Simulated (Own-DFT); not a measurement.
# One host, several defects: C40 NbSi2

The numbers are computed, not measured, by runs of the plane-wave DFT program Own-DFT (in-house, retired, unreviewed) at fixed positions, with no spin and no spin-orbit coupling.

All runs used: PBE; PseudoDojo norm-conserving scalar-relativistic files; cutoff 42 hartree; 4 x 4 x 5 k mesh centred on Gamma; cold (Marzari-Vanderbilt) smearing of 0.2 eV.

Limits: forces on such cells failed a check on a denser k mesh; stress not checked against mesh or cutoff.

All runs share one cell, with vectors in Å (0.000, 8.324, 0.000); (-9.613, 0.000, 0.000); (0.000, 0.000, 6.586) and a volume of 527.0 Å³. u is the rms random offset of the atoms per axis. The defect's site can differ from row to row.

| cell | formula | u (Å) | P (GPa) |
|---|---|---|---|
| no defect | Nb12Si24 | 0.0226 | 1.60 |
| no defect | Nb12Si24 | 0.0484 | 2.53 |
| no defect | Nb12Si24 | 0.0501 | 2.44 |
| one Si vacancy | Nb12Si23 | 0.0264 | 0.86 |
| one Si vacancy | Nb12Si23 | 0.0337 | ? |
| one Si vacancy | Nb12Si23 | 0.0445 | 1.53 |
| one Si vacancy | Nb12Si23 | 0.0491 | 1.88 |
| two Nb on a Si site each | Nb14Si22 | 0.0274 | 7.61 |
| two Nb on a Si site each | Nb14Si22 | 0.0440 | 8.10 |
| two Nb on a Si site each | Nb14Si22 | 0.0499 | 8.53 |
| two Si on a Nb site each | Nb10Si26 | 0.0290 | 1.58 |
| two Si on a Nb site each | Nb10Si26 | 0.0322 | 1.76 |
| two Si on a Nb site each | Nb10Si26 | 0.0519 | 2.46 |

## Analysis

P = P0 + c u² + a shift for each defect gives P0 = 1.31 GPa, c = 491 ± 32 GPa/Å² and a scatter of 0.09 GPa. The shifts, and each times the cell's volume:

- two Nb on a Si site each: 5.92 ± 0.07 GPa, 19.5 eV (9.7 eV for each of its 2 sites)
- two Si on a Nb site each: -0.12 ± 0.07 GPa, -0.4 eV (-0.2 eV for each of its 2 sites) (not resolved)
- one Si vacancy: -0.72 ± 0.07 GPa, -2.4 eV

Positive is outwards. The product with the volume (160.2 GPa Å³ to the eV) is nearly free of the cell's size; divided by the bulk modulus at the cell's pressure it gives the volume that the defect adds. The atoms around the defects weren't relaxed, which would change these numbers.

## Check

Question: what pressure belongs in the blank (one Si vacancy, u = 0.0337 Å)?

The fit gives 1.15 ± 0.10 GPa. The hidden result is 1.15 GPa.
